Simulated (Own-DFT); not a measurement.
# Strain and stress in wurtzite AlGaN with randomly placed atoms, 72 atoms (Al9Ga27N36)

These are calculations, not measurements. They come from Own-DFT, an in-house plane-wave density functional program, since retired, whose code no person has reviewed. Each row is one single-point run on a periodic cell that was not relaxed, without spin or spin-orbit coupling.

Settings of every run: PBE; PseudoDojo norm-conserving scalar-relativistic files (stringent for Ga); cutoff 96 hartree; 4 x 4 x 3 k mesh centred on Gamma; Gaussian smearing of 0.01 eV.

Known limits: forces on such cells passed a denser k mesh, each cell not checked; stress not checked against mesh or cutoff.

Unstrained cell vectors in Å: (9.509, 0.000, 0.000); (-4.755, 8.235, 0.000); (0.000, 0.000, 10.269). The unstrained cell has measured lattice constants (interpolated for alloys), not those of this functional. That, the random moves and any unrelaxed bonds set the pressure at no strain. Each run strains this cell uniformly, with the atoms carried along. Every atom was also moved at random, by a Gaussian of width 0.05 Å on each axis. The random placing of the alloy's atoms differs from row to row. Strain is the symmetric tensor, in per cent. Stress is positive in tension, and the pressure is minus a third of its trace.

| run | e_xx (%) | e_yy (%) | e_zz (%) | s_xx (GPa) | s_yy (GPa) | s_zz (GPa) | P (GPa) | E (meV/atom) |
|---|---|---|---|---|---|---|---|---|
| 1 | 0.00 | 0.00 | -0.75 | -7.33 | -8.86 | -10.39 | 8.86 | 31.9 |
| 2 | 0.00 | 0.00 | 3.00 | -4.52 | -4.47 | 4.74 | 1.42 | 0.0 |
| 3 | 0.00 | 0.00 | -1.50 | -7.01 | -9.29 | -13.10 | 9.80 | 14.1 |
| 4 | 0.00 | 0.00 | -1.25 | -8.56 | -8.31 | -12.32 | 9.73 | 31.9 |
| 5 | 0.00 | 0.00 | 2.75 | -6.16 | -4.49 | 4.71 | 1.98 | 4.8 |
| 6 | 0.00 | 0.00 | -0.25 | -8.23 | -6.51 | -7.66 | 7.47 | 8.0 |
| 7 | 0.00 | 0.00 | 0.50 | -5.96 | -5.88 | -5.59 | 5.81 | 4.1 |
| 8 | 0.00 | 0.00 | 2.25 | -5.70 | -5.99 | 2.18 | 3.17 | 14.0 |
| 9 | 0.00 | 0.00 | 1.00 | ? | ? | ? | ? | ? |

E is the free energy for each atom above the lowest run shown.

## Worked fit

The change of volume is close to e_xx + e_yy + e_zz. A straight line through the runs shown gives P = 7.15 - 189 x (fractional change of volume) GPa, with an error of 5 on the slope and a scatter of 0.27 GPa. The strain isn't the same on all axes and the cell isn't cubic, so the slope belongs to this path and is not the bulk modulus.

## Withheld run

Question: what pressure should run 9 give? Its volume changes by 1.00 %.

The line gives 5.3 GPa. The calculation gave 5.11 GPa.
